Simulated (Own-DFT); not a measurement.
# One host, several defects: zincblende GaP

No measurement is shown. These are fixed-geometry runs of a retired plane-wave code named Own-DFT, which no person has reviewed; spin and spin-orbit coupling are neglected.

Common settings: PBE; PseudoDojo norm-conserving scalar-relativistic files; cutoff 42 hartree; 3 x 3 x 3 k mesh centred on Gamma; Fermi-Dirac smearing of 0.1 eV.

Limits (not all hold for every row): not probed for a lower state with spin; forces on such cells failed a check on a denser k mesh; forces on such cells passed a denser k mesh, each cell not checked; stress not checked against mesh or cutoff.

All runs share one cell, with vectors in Å (10.901, 0.000, 0.000); (0.000, 10.901, 0.000); (0.000, 0.000, 10.901) and a volume of 1295.4 Å³. Atoms were moved at random from their sites; u is the rms move along one axis. The defect's site can differ from row to row.

```
cell,formula,u (Å),P (GPa)
no defect,Ga32P32,0.0191,2.70
no defect,Ga32P32,0.0195,2.71
no defect,Ga32P32,0.0456,3.16
one Ga on a P site and one P on a Ga site,Ga32P32,0.0303,2.99
one Ga on a P site and one P on a Ga site,Ga32P32,0.0311,2.99
one Ga on a P site and one P on a Ga site,Ga32P32,0.0518,3.47
one As on a P site,AsGa32P31,0.0286,3.21
one As on a P site,AsGa32P31,0.0527,3.70
one As on a P site,AsGa32P31,0.0575,3.81
one In on a Ga site,Ga31InP32,0.0283,3.70
one In on a Ga site,Ga31InP32,0.0283,?
one In on a Ga site,Ga31InP32,0.0488,3.96
one In on a Ga site,Ga31InP32,0.0517,4.22
two P vacancies,Ga32P30,0.0302,2.27
two P vacancies,Ga32P30,0.0534,2.55
two P vacancies,Ga32P30,0.0535,2.87
```

## Analysis

P = P0 + c u² + a shift for each defect gives P0 = 2.63 GPa, c = 248 ± 26 GPa/Å² and a scatter of 0.09 GPa. The shifts, and each times the cell's volume:

- one In on a Ga site: 0.85 ± 0.08 GPa, 6.9 eV
- one As on a P site: 0.37 ± 0.08 GPa, 3.0 eV
- one Ga on a P site and one P on a Ga site: 0.14 ± 0.08 GPa, 1.2 eV (not resolved)
- two P vacancies: -0.61 ± 0.08 GPa, -4.9 eV (-2.5 eV for each of its 2 sites)

A positive shift means that the defect pushes the cell outwards. Shift times volume (160.2 GPa Å³ is 1 eV) depends little on the cell's size, so, taken for each site, it can be compared between cells at like pressure. The atoms around the defects weren't relaxed, which would change these numbers.

## Check

Asked: what pressure belongs in the blank (one In on a Ga site, u = 0.0283 Å)?

The fit gives 3.68 ± 0.11 GPa. Computed: 3.68 GPa.
